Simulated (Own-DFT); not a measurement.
# One host, several defects: 4H SiC

Calculated, not measured: single-point runs of Own-DFT, a retired in-house plane-wave DFT program that no person has reviewed, on unrelaxed cells, without spin or spin-orbit coupling.

Settings: PBE; PseudoDojo norm-conserving scalar-relativistic files; cutoff 42 hartree; 4 x 4 x 3 k mesh centred on Gamma; Fermi-Dirac smearing of 0.1 eV.

Keep in mind (not all hold for every row): not probed for a lower state with spin; forces on such cells failed a check on a denser k mesh; forces on such cells passed a denser k mesh, each cell not checked; stress not checked against mesh or cutoff.

All runs share one cell, with vectors in Å (9.248, 0.000, 0.000); (-4.624, 8.009, 0.000); (0.000, 0.000, 10.068) and a volume of 745.7 Å³. Atoms were moved at random from their sites; u is the rms move along one axis. The defect's site can differ from row to row.

| cell | formula | u (Å) | P (GPa) |
|---|---|---|---|
| no defect | C36Si36 | 0.0298 | 3.71 |
| no defect | C36Si36 | 0.0300 | 3.68 |
| no defect | C36Si36 | 0.0557 | 5.93 |
| two N on a C site each | C34N2Si36 | 0.0286 | 2.57 |
| two N on a C site each | C34N2Si36 | 0.0288 | 2.56 |
| two N on a C site each | C34N2Si36 | 0.0476 | 3.87 |
| two Al on a Si site each | Al2C36Si34 | 0.0298 | 5.67 |
| two Al on a Si site each | Al2C36Si34 | 0.0306 | 5.82 |
| two Al on a Si site each | Al2C36Si34 | 0.0506 | 7.30 |
| one Al on a Si site and one N on a C site | AlC35NSi35 | 0.0451 | ? |
| one Al on a Si site and one N on a C site | AlC35NSi35 | 0.0485 | 5.19 |
| one Al on a Si site and one N on a C site | AlC35NSi35 | 0.0494 | 5.10 |
| one Al on a Si site and one N on a C site | AlC35NSi35 | 0.0500 | 5.95 |
| one C vacancy | C35Si36 | 0.0285 | 3.54 |
| one C vacancy | C35Si36 | 0.0507 | 4.79 |
| one C vacancy | C35Si36 | 0.0525 | 5.12 |

## Analysis

P = P0 + c u² + a shift for each defect gives P0 = 2.94 GPa, c = 921 ± 76 GPa/Å² and a scatter of 0.23 GPa. The shifts, and each times the cell's volume:

- two Al on a Si site each: 1.98 ± 0.18 GPa, 9.2 eV (4.6 eV for each of its 2 sites)
- one Al on a Si site and one N on a C site: 0.24 ± 0.19 GPa, 1.1 eV (not resolved)
- one C vacancy: -0.34 ± 0.19 GPa, -1.6 eV (not resolved)
- two N on a C site each: -1.14 ± 0.19 GPa, -5.3 eV (-2.7 eV for each of its 2 sites)

Positive is outwards. The product with the volume (160.2 GPa Å³ to the eV) is nearly free of the cell's size; divided by the bulk modulus at the cell's pressure it gives the volume that the defect adds. The atoms around the defects weren't relaxed, which would change these numbers.

## Withheld run

Q: what pressure belongs in the blank (one Al on a Si site and one N on a C site, u = 0.0451 Å)?

Estimate: 5.05 ± 0.26 GPa. The calculation gave 5.31 GPa.
